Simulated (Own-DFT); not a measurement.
# Strain and stress in wurtzite GaN, 96 atoms (Ga48N48)

These are calculations, not measurements. They come from Own-DFT, an in-house plane-wave density functional program, since retired, whose code no person has reviewed. Each row is one single-point run on a periodic cell that was not relaxed, without spin or spin-orbit coupling.

Settings of every run: PBE; PseudoDojo norm-conserving scalar-relativistic files; cutoff 42 hartree; 3 x 4 x 3 k mesh centred on Gamma; Fermi-Dirac smearing of 0.1 eV.

Known limits: forces on such cells passed a denser k mesh, each cell not checked; stress not checked against mesh or cutoff.

Unstrained cell vectors in Å: (12.756, 0.000, 0.000); (-4.784, 8.285, 0.000); (0.000, 0.000, 10.370). The unstrained cell has measured lattice constants (interpolated for alloys), not those of this functional. That, the random moves and any unrelaxed bonds set the pressure at no strain. Each run strains this cell uniformly, with the atoms carried along. Every atom was also moved at random, by a Gaussian of width 0.05 Å on each axis. Strain is the symmetric tensor, in per cent. Stress is positive in tension, and the pressure is minus a third of its trace.

| run | e_xx (%) | e_yy (%) | e_zz (%) | e_yz (%) | e_xz (%) | e_xy (%) | s_xx (GPa) | s_yy (GPa) | s_zz (GPa) | s_yz (GPa) | s_xz (GPa) | s_xy (GPa) | P (GPa) | E (meV/atom) |
|---|---|---|---|---|---|---|---|---|---|---|---|---|---|---|
| 1 | -1.83 | -1.83 | 0.44 | -1.86 | 0.33 | 0.56 | -17.69 | -19.03 | -8.22 | -2.99 | 0.35 | 2.62 | 14.98 | 53.0 |
| 2 | 1.69 | -0.94 | -1.49 | 0.74 | 0.65 | 0.94 | -3.38 | -9.56 | -15.37 | 0.87 | 2.07 | 2.29 | 9.44 | 31.3 |
| 3 | 1.17 | 0.91 | 0.11 | -1.83 | -0.85 | -0.71 | -2.17 | -2.34 | -6.96 | -4.00 | -1.47 | -2.23 | 3.82 | 22.7 |
| 4 | 1.99 | 1.66 | -0.61 | 1.33 | -0.65 | -1.70 | 1.15 | -0.19 | -8.29 | 2.80 | -0.83 | -4.98 | 2.44 | 20.9 |
| 5 | 0.29 | 0.46 | -1.63 | -0.40 | 0.57 | -0.23 | -7.69 | -5.46 | -16.75 | -1.00 | 1.61 | -1.39 | 9.97 | 36.8 |
| 6 | -1.02 | -0.14 | 1.79 | 0.87 | 0.93 | 0.01 | -9.52 | -8.97 | -0.51 | 1.60 | 1.12 | 0.65 | 6.33 | 13.3 |
| 7 | -1.73 | 0.68 | 0.37 | 1.55 | 1.76 | -0.85 | -15.13 | -6.73 | -6.45 | 2.88 | 3.72 | -3.13 | 9.44 | 38.2 |
| 8 | -1.98 | 1.74 | -1.39 | -1.44 | -0.74 | -1.34 | -16.32 | -3.70 | -12.61 | -2.72 | -1.88 | -2.83 | 10.88 | 32.4 |
| 9 | 0.19 | 0.26 | -0.80 | -1.63 | 0.66 | 0.40 | -6.76 | -7.94 | -10.79 | -3.46 | 1.26 | 1.47 | 8.49 | 29.0 |
| 10 | 1.76 | -0.53 | 0.23 | -0.27 | 0.37 | 1.08 | -1.73 | -7.34 | -6.25 | -0.63 | 0.96 | 5.00 | 5.11 | 18.9 |
| 11 | 1.65 | 0.60 | 1.96 | 0.90 | 0.09 | 1.28 | 1.21 | -2.03 | 1.72 | 1.77 | -0.39 | 3.75 | -0.30 | 0.0 |
| 12 | -1.11 | 1.97 | 1.77 | -1.73 | 1.62 | -1.01 | -9.39 | -1.12 | 0.37 | -3.70 | 3.44 | -2.73 | 3.38 | 33.6 |
| 13 | 0.73 | -1.78 | 1.38 | -0.25 | -1.64 | -1.44 | -6.11 | -12.69 | -2.58 | -0.99 | -3.66 | -5.33 | 7.13 | 17.5 |
| 14 | 1.14 | 1.78 | -0.94 | -1.00 | 1.35 | 0.17 | -2.03 | 0.38 | -9.43 | -2.09 | 3.08 | 0.78 | 3.69 | 7.5 |
| 15 | 0.40 | -1.83 | 0.26 | -0.02 | -0.55 | -1.54 | -7.52 | -14.61 | -7.46 | -0.32 | -0.66 | -5.28 | 9.86 | 20.0 |
| 16 | -1.97 | 0.87 | -1.92 | 0.10 | -0.27 | -0.41 | -17.70 | -7.29 | -17.15 | 0.50 | -0.22 | -0.39 | 14.05 | 35.6 |
| 17 | -0.01 | 1.31 | 1.82 | 0.91 | -1.10 | -1.15 | ? | ? | ? | ? | ? | ? | ? | ? |

E is the free energy for each atom above the lowest run shown.

## Worked fit

Each stress component was fitted by least squares to a constant and the strains of the runs shown, as fractions, with shears doubled. Shear strains stay in the fit of a normal stress only where such slopes are resolved. The slopes, in GPa:

| stress | at no strain | per e_xx | per e_yy | per e_zz | scatter |
|---|---|---|---|---|---|
| s_xx | -8.1 | 424 ± 12 | 101 ± 13 | 95 ± 14 | 0.66 |
| s_yy | -7.9 | 135 ± 15 | 400 ± 17 | 37 ± 17 | 0.83 |
| s_zz | -8.0 | 40 ± 14 | 78 ± 17 | 453 ± 17 | 0.82 |

Each shear stress against twice its own strain: yz 100 ± 4, xz 115 ± 5, xy 175 ± 13 GPa. These are stiffnesses along x, y and z of the frame in which the cell vectors are given, which need not be the crystal's axes. The atoms are held to the strained lattice; where symmetry lets them move under strain, relaxing them would lower some slopes. The table should be nearly symmetric about its diagonal, and what it lacks of that shows the noise. A ninth of its sum, 196 ± 4 GPa, estimates the bulk modulus near the mean pressure of these runs, 7.4 GPa, so it lies above the value at zero pressure.

## Withheld run

Question: what normal stresses and pressure should run 17 give?

The fit gives s_xx = -5.1, s_yy = -1.9, s_zz = 1.3 and P = 1.9 GPa. The calculation gave -2.96, -3.01, 1.15 and P = 1.61 GPa.
